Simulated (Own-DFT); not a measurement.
# A change of arrangement and its cost: C16Si16, 32 atoms

Calculated results; nothing here was measured. They come from Own-DFT, an in-house plane-wave density functional program, since retired, whose code no person has reviewed. Each row is one single-point run on a periodic cell that was not relaxed, without spin or spin-orbit coupling.

Settings of every run: PBE; PseudoDojo norm-conserving scalar-relativistic files; cutoff 42 hartree; 5 x 5 x 3 k mesh centred on Gamma; Fermi-Dirac smearing of 0.1 eV.

Known limits: forces on such cells passed a denser k mesh, each cell not checked; stress not checked against mesh or cutoff.

All cells hold the same atoms in the same cell, with vectors in Å (6.165, 0.000, 0.000); (-3.083, 5.339, 0.000); (0.000, 0.000, 10.068). Every atom was moved at random from its ideal site; u is the rms move along one axis. E is the free energy of the cell above the lowest run. The arrangements:

- A: 2H SiC
- B: 4H SiC

```
arrangement   u (Å)  E (eV)  P (GPa)
          A  0.0241   0.000     3.65
          A  0.0283   0.181     3.66
          A  0.0294   0.373     3.94
          A  0.0541   2.476     5.46
          A  0.0577   3.095     5.80
          A  0.0596   3.273     5.74
          B  0.0295   0.115     3.73
          B  0.0300   0.160     3.72
          B  0.0328   0.390     3.91
          B  0.0572   3.105     5.88
          B  0.0621   3.699     6.55
          B  0.0661   3.557     6.31
```

Question: once the cost of the random moves is taken out, how do the arrangements rank?

## Worked answer

Fit E = a + b u², with one b for all and one a for each arrangement, and with residuals divided by u², since the noise grows with the moves. Then b = 1114 eV/Å², the scatter at u = 0.04 Å is 0.10 eV, and against A:

- B: -0.18 ± 0.04 eV (lower)

These are energies of unrelaxed cells. Relaxing the atoms lowers the strained arrangements most, so the gaps would shrink and small ones could change sign.
